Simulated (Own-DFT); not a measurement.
# Misfit strain and the stress it brings: diamond-structure GeSn with randomly placed atoms, 64 atoms (Ge60Sn4)

Everything here is calculated. The program is Own-DFT (plane waves, in-house, since retired, never reviewed by a person); positions were held fixed, and spin and spin-orbit coupling were off.

Settings: PBE; PseudoDojo norm-conserving scalar-relativistic files; cutoff 49 hartree; 3 x 3 x 3 k mesh centred on Gamma; Fermi-Dirac smearing of 0.1 eV.

Limits: forces on such cells moved up to 12 meV/angstrom on a denser k mesh; stress not checked against mesh or cutoff.

Unstrained cell vectors in Å: (11.420, 0.000, 0.000); (0.000, 11.420, 0.000); (0.000, 0.000, 11.420). The unstrained cell has measured lattice constants (interpolated for alloys), not those of this functional. That, the random moves and any unrelaxed bonds set the pressure at no strain. Each run strains x and y alike by e, as a substrate would, and holds the height along z. Random moves of width 0.05 Å per axis were added to every atom. The random placing of the alloy's atoms differs from row to row. Stress is positive in tension.

```
e (%)  u (Å)  (s_xx + s_yy)/2 (GPa)  s_zz (GPa)
-2.00  0.053                  -8.59       -7.38
-2.00  0.052                  -8.78       -7.48
-1.75  0.055                  -8.43       -7.26
-1.75  0.051                  -8.14       -7.06
-1.25  0.052                  -7.28       -6.53
-1.25  0.049                  -7.14       -6.33
-0.75  0.050                  -6.19       -5.88
-0.75  0.050                  -6.21       -5.99
-0.25  0.054                      ?           ?
 0.25  0.052                  -4.60       -4.60
 0.25  0.055                  -4.48       -4.58
 1.25  0.046                  -2.67       -3.32
 1.25  0.053                  -3.06       -3.78
 1.75  0.048                  -2.05       -3.08
 1.75  0.047                  -1.92       -3.03
 2.50  0.052                  -0.93       -2.35
 2.50  0.046                  -0.83       -2.19
```

## Worked fit

With e as a fraction, the in-plane stress is -4.9 + 177 e - 605 e² GPa (errors 2 and 177, scatter 0.13), and s_zz is -4.9 + 117 e - 418 e² GPa (slope ± 2, scatter 0.13). At e = 0 the first slope is C11 + C12 and the second 2 C12, both with the ions held to the strained lattice and at the cell's own pressure. The term in e² is negative: the layer stiffens under compression and softens under tension. A free layer would change its height as e changes, and the in-plane slope would drop by 2 C12²/C11 to the biaxial modulus. At fixed height, a misfit of 1 % moves the in-plane stress by about 1.8 GPa and s_zz by 1.2 GPa.

## The run left out

Question: what are the two stresses at e = -0.25 %?

The fit gives -5.4 and -5.2 GPa. Computed: -5.31 and -5.17 GPa.
